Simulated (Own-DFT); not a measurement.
## Calculated data, Hf₃₆O₇₁ (tetragonal hafnia with one neutral oxygen vacancy, atoms displaced)

All values are calculated (Own-DFT development build). A calculation, not a measurement: plane-wave PBE and HSE06 DFT by an unreviewed code, no spin, of a simulated cell at Gamma alone, so results move with cell size and shape, stress positive in tension, energies less offsets, not probed for a lower state with spin; hafnium file: forces about 75 meV/angstrom off all-electron values; oxygen file: force components 24 meV/angstrom off all-electron in a glass; k mesh not checked against a denser one; forces and stress are PBE's, HSE06 gives the energy alone, and its difference from PBE has offsets of its own; offsets are fitted by least squares, one for each functional and potential file, so energies compare only between cells with the same atoms and settings and are not formation energies; the far tail of each file's local potential was reset to the Coulomb form; each entry is a single point on an unrelaxed cell, so the pressure reflects the starting lattice, taken from the Materials Project, from which strain is counted, and rises with the displacements; printed positions are rounded, which can move forces by about a meV/angstrom; the program is a retired in-house code; no spin-orbit coupling.

Entry: Hf₃₆O₇₁ (tetragonal hafnia with one neutral oxygen vacancy, atoms displaced)

```
cell vectors (Å)
  10.7800     0.0000     0.0000
   0.0000    10.7800     0.0000
   0.0000     0.0000    10.4493
atoms (fractions of the cell vectors)
Hf  0.99916  0.99748  0.00238
Hf  0.16856  0.17011  0.24743
O   0.00288  0.16997  0.15282
O   0.16998  0.00372  0.34991
O   0.00379  0.17078  0.39640
O   0.16345  0.99576  0.10115
Hf  0.00061  0.99673  0.50599
Hf  0.16731  0.16626  0.74988
O   0.00059  0.16839  0.65282
O   0.16997  0.99900  0.84960
O   0.00019  0.15994  0.90337
O   0.16763  0.00139  0.60017
Hf  0.00059  0.33090  0.00145
Hf  0.16119  0.49840  0.24694
O   0.00172  0.50032  0.14586
O   0.16517  0.32805  0.34818
O   0.99796  0.50365  0.40127
O   0.16703  0.33231  0.09283
Hf  0.99999  0.33224  0.49737
Hf  0.17040  0.50280  0.75464
O   0.00220  0.49884  0.65147
O   0.17075  0.32951  0.85342
O   0.99759  0.50038  0.89666
O   0.16364  0.33771  0.59628
Hf  0.99998  0.65749  0.00248
Hf  0.16526  0.83164  0.25324
O   0.00363  0.83609  0.15300
O   0.00558  0.83440  0.40054
O   0.16538  0.66979  0.10121
Hf  0.99810  0.66851  0.49911
Hf  0.16702  0.83099  0.75027
O   0.99717  0.83272  0.65072
O   0.16763  0.66431  0.84473
O   0.00339  0.83254  0.90208
O   0.17051  0.67028  0.59921
Hf  0.33387  0.00134  0.00479
Hf  0.50109  0.17152  0.24731
O   0.33548  0.16434  0.14861
O   0.49997  0.00366  0.34484
O   0.33058  0.16371  0.40467
O   0.50119  0.99859  0.09894
Hf  0.33460  0.99850  0.49827
Hf  0.49803  0.16232  0.75340
O   0.32940  0.16602  0.65619
O   0.49809  0.99987  0.84885
O   0.33138  0.16761  0.90161
O   0.49865  0.00563  0.59388
Hf  0.33301  0.33403  0.99966
Hf  0.50234  0.49794  0.24910
O   0.33122  0.50256  0.15675
O   0.50035  0.33136  0.34970
O   0.33405  0.49986  0.40540
O   0.49842  0.33839  0.09699
Hf  0.33435  0.33012  0.50087
Hf  0.49996  0.49539  0.74621
O   0.33463  0.49622  0.65305
O   0.50386  0.33343  0.84731
O   0.33212  0.50235  0.90116
O   0.50318  0.33138  0.60054
Hf  0.32910  0.66365  0.00171
Hf  0.49936  0.83811  0.24933
O   0.33432  0.83218  0.15373
O   0.50282  0.66816  0.34738
O   0.32909  0.83892  0.40452
O   0.50065  0.66614  0.09528
Hf  0.33741  0.66728  0.50140
Hf  0.49873  0.83471  0.75073
O   0.33153  0.83256  0.65033
O   0.50124  0.66824  0.84427
O   0.33438  0.83080  0.89854
O   0.50219  0.66545  0.59523
Hf  0.66505  0.99451  0.00338
Hf  0.83402  0.16727  0.25279
O   0.67483  0.16599  0.15691
O   0.83122  0.00188  0.34483
O   0.66891  0.16982  0.40302
O   0.83543  0.99786  0.09493
Hf  0.66971  0.00208  0.50512
Hf  0.83323  0.16495  0.74587
O   0.66919  0.17180  0.65453
O   0.83724  0.00408  0.84829
O   0.66962  0.16626  0.90775
O   0.82872  0.00561  0.59880
Hf  0.66923  0.33351  0.00389
Hf  0.83514  0.49452  0.25183
O   0.66361  0.49618  0.15841
O   0.83334  0.33545  0.34838
O   0.66840  0.50006  0.41091
O   0.83353  0.32749  0.10212
Hf  0.66706  0.33265  0.49773
Hf  0.82913  0.50379  0.75216
O   0.66531  0.49790  0.65329
O   0.83289  0.33502  0.84509
O   0.66863  0.50026  0.90803
O   0.83364  0.32882  0.59721
Hf  0.66652  0.66434  0.00209
Hf  0.83199  0.83077  0.25382
O   0.66646  0.83236  0.15135
O   0.83521  0.67009  0.34629
O   0.66549  0.83694  0.39864
O   0.83239  0.66149  0.09516
Hf  0.66592  0.66451  0.50296
Hf  0.82973  0.83291  0.75510
O   0.66495  0.83121  0.65087
O   0.83105  0.66052  0.85176
O   0.66754  0.83337  0.90227
O   0.83582  0.66570  0.59745
```

It was run with first functional PBE, second functional HSE06, exact exchange share 0.25, screening 0.11 1/bohr, exchange divergence Gygi-Baldereschi, potential files PseudoDojo norm-conserving, scalar-relativistic, made for PBE, standard set, wave cutoff 48 hartree, occupations fixed and k mesh 1 x 1 x 1 centred on Gamma.

Results for Hf₃₆O₇₁ (tetragonal hafnia with one neutral oxygen vacancy, atoms displaced): PBE energy of cell above offsets -100.853 eV; HSE06 less PBE above offsets -0.143 eV; PBE pressure 0.93 GPa; PBE stress xx -1.08 GPa; PBE stress yy -0.11 GPa; PBE stress zz -1.61 GPa; PBE stress yz -0.62 GPa; PBE stress xz -0.33 GPa; PBE stress xy -0.02 GPa.

Force:
```
element  x (eV/Å)  y (eV/Å)  z (eV/Å)
     Hf     0.432    -0.265    -0.357
     Hf    -0.541    -1.485       0.6
      O    -0.402     0.103    -0.201
      O    -0.375    -0.356     -0.32
      O    -0.641    -1.102     0.909
      O     1.122      0.41    -0.299
     Hf     0.784      1.02    -0.776
     Hf    -0.574    -0.341     0.645
      O     0.077    -0.344    -0.409
      O     0.154     -0.06    -0.272
      O     0.106     1.473     0.149
      O     -0.46    -0.282    -0.162
     Hf    -0.338    -0.982    -1.253
     Hf     1.158     0.561     1.326
      O    -0.624    -0.323     0.263
      O     0.253     1.669    -0.436
      O     0.379    -0.418    -0.714
      O     0.213     0.198     0.823
     Hf     0.105     0.166     0.961
     Hf    -0.938    -1.548    -1.337
      O    -0.379     0.439     0.346
      O     -0.31     0.888    -0.566
      O     0.488    -0.526       0.8
      O     0.797     -0.42    -0.055
     Hf    -0.289     1.459     -0.56
     Hf     0.097     0.469     -0.01
      O    -1.111    -0.524     0.475
      O     0.045    -0.068     0.319
      O    -0.034    -0.487     -0.01
     Hf      0.94    -0.399     0.559
     Hf     -0.09      0.79     0.168
      O    -0.246     0.428     0.104
      O    -0.034     0.534     0.993
      O    -0.416    -0.856     0.035
      O    -0.526    -0.209    -0.858
     Hf    -1.237    -0.532    -0.722
     Hf     0.399    -0.971      0.42
      O     0.165     0.236     0.125
      O    -0.116     0.173    -0.063
      O     0.514     0.949     -0.36
      O    -0.021     0.115    -0.022
     Hf    -0.928     0.633     0.201
     Hf     0.273     1.095    -0.484
      O      0.98      0.36    -0.361
      O     0.205    -0.268     0.161
      O     0.668    -0.217     0.433
      O     0.667    -0.123     0.749
     Hf    -0.169    -0.218    -0.772
     Hf    -1.403     0.906     0.756
      O    -0.038    -0.177    -0.334
      O    -0.039       0.4    -0.207
      O    -0.284    -0.099    -0.008
      O     0.343    -0.441     0.396
     Hf     -0.48     0.353     0.424
     Hf    -0.025       0.4     0.604
      O     0.025     0.191     0.021
      O    -0.319    -0.237     0.201
      O     0.053    -0.522     0.335
      O    -0.697     0.046    -0.466
     Hf     0.972     1.007    -0.046
     Hf     0.293    -0.522      0.34
      O    -0.194     0.117    -0.069
      O    -0.108    -0.122    -0.187
      O     0.137    -1.716    -0.514
      O    -0.353    -0.302     0.036
     Hf    -0.604    -0.008     -0.49
     Hf    -0.668    -0.757       0.1
      O     0.935     0.155     0.222
      O     0.189    -0.486    -0.207
      O    -0.074     0.138     0.755
      O    -0.196     0.014      0.37
     Hf     1.072     0.895    -0.193
     Hf     1.097    -0.266    -0.064
      O    -2.016     0.141    -0.347
      O     0.276    -0.642     0.648
      O     0.006    -0.622     0.035
      O    -0.699    -0.027     0.384
     Hf    -1.014         0    -1.463
     Hf     0.336     1.066     0.915
      O    -1.111    -0.629     0.035
      O    -0.467    -1.469    -0.485
      O    -0.462    -0.296      0.14
      O     1.169    -0.426     0.244
     Hf    -0.016    -0.518    -0.945
     Hf    -0.119      1.15     -0.13
      O     1.287    -0.013     -0.19
      O     0.005    -0.125     0.082
      O     0.058     0.091    -1.107
      O      0.38     0.921    -0.184
     Hf     0.305    -0.353     1.365
     Hf     1.279    -1.375    -0.765
      O     0.229     0.362     0.084
      O     0.021    -0.257     0.474
      O    -0.125    -0.359    -0.115
      O    -0.002     0.257    -0.586
     Hf    -0.416     0.465    -0.375
     Hf     0.243     1.125    -0.985
      O     0.177      0.03    -0.043
      O    -0.105    -1.105       0.3
      O     0.264    -0.298     0.802
      O      0.25      0.06     0.578
     Hf     0.136     0.992    -0.602
     Hf     0.571     0.015     0.241
      O     0.375     0.354     0.248
      O    -0.014     1.783    -0.247
      O     0.241     -0.16    -0.226
      O    -0.895     0.051      0.27
```
